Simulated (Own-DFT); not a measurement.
# Energy and forces against displacement in monoclinic HfO2, 96 atoms (Hf32O64)

Calculated results; nothing here was measured. They come from Own-DFT, an in-house plane-wave density functional program, since retired, whose code no person has reviewed. Each row is one single-point run on a periodic cell that was not relaxed, without spin or spin-orbit coupling.

Settings of every run: PBE; PseudoDojo norm-conserving scalar-relativistic files; cutoff 72 hartree; 2 x 2 x 2 k mesh centred on Gamma; Fermi-Dirac smearing of 0.1 eV.

Known limits, some of them of some rows only: some atoms lie very close together; hafnium file: forces about 75 meV/angstrom off all-electron values; oxygen file: force components 24 meV/angstrom off all-electron in a glass; forces on such cells passed a denser k mesh, each cell not checked; stress not checked against mesh or cutoff.

Cell vectors in Å: (10.234, 0.000, 0.000); (0.000, 10.350, 0.000); (-1.696, 0.000, 10.445). In each run every atom was moved at random and independently from its ideal site; u is the rms move along one axis. E is the free energy for each atom above the fitted value at u = 0, and F the rms of the force components.

```
run,u (Å),E (meV/atom),F (eV/Å),largest force (eV/Å),P (GPa)
1,0.0203,9.6,0.450,1.96,4.00
2,0.0208,11.6,0.479,1.86,4.18
3,0.0484,65.2,1.142,4.89,6.26
4,0.0487,60.5,1.069,4.12,6.11
5,0.0532,71.1,1.143,4.89,6.43
6,0.0707,?,?,?,?
7,0.0720,123.5,1.577,7.16,8.13
8,0.0799,164.2,1.862,8.17,9.33
9,0.1201,433.7,3.514,15.61,18.45
10,0.1406,514.5,3.328,16.25,19.51
```

## Worked fit

For small independent moves the energy grows as E = (3/2) K u², with K the mean stiffness felt by one atom. The runs with u up to 0.11 Å give K = 17.0 ± 0.5 eV/Å², with residuals divided by u² + 0.0006 Å², since the noise grows with the moves. The scatter is 3.7 meV/atom at u = 0.05 Å. The forces follow F = G u with G = 22.5 eV/Å²; no force at u = 0 is resolved. G exceeds K because the moves of its neighbours add to the force on an atom, and stiffness differs between atoms. At u = 0.141 Å the parabola gives 504 meV/atom and the run 514. The pressure follows P = 3.91 + 854 u² GPa: at fixed volume, shortened bonds push harder than stretched ones pull.

## Withheld run

Question: what energy and rms force should run 6 give?

The fit gives 127 ± 8 meV/atom and about 1.59 eV/Å. The calculation gave 136.4 meV/atom and 1.751 eV/Å.
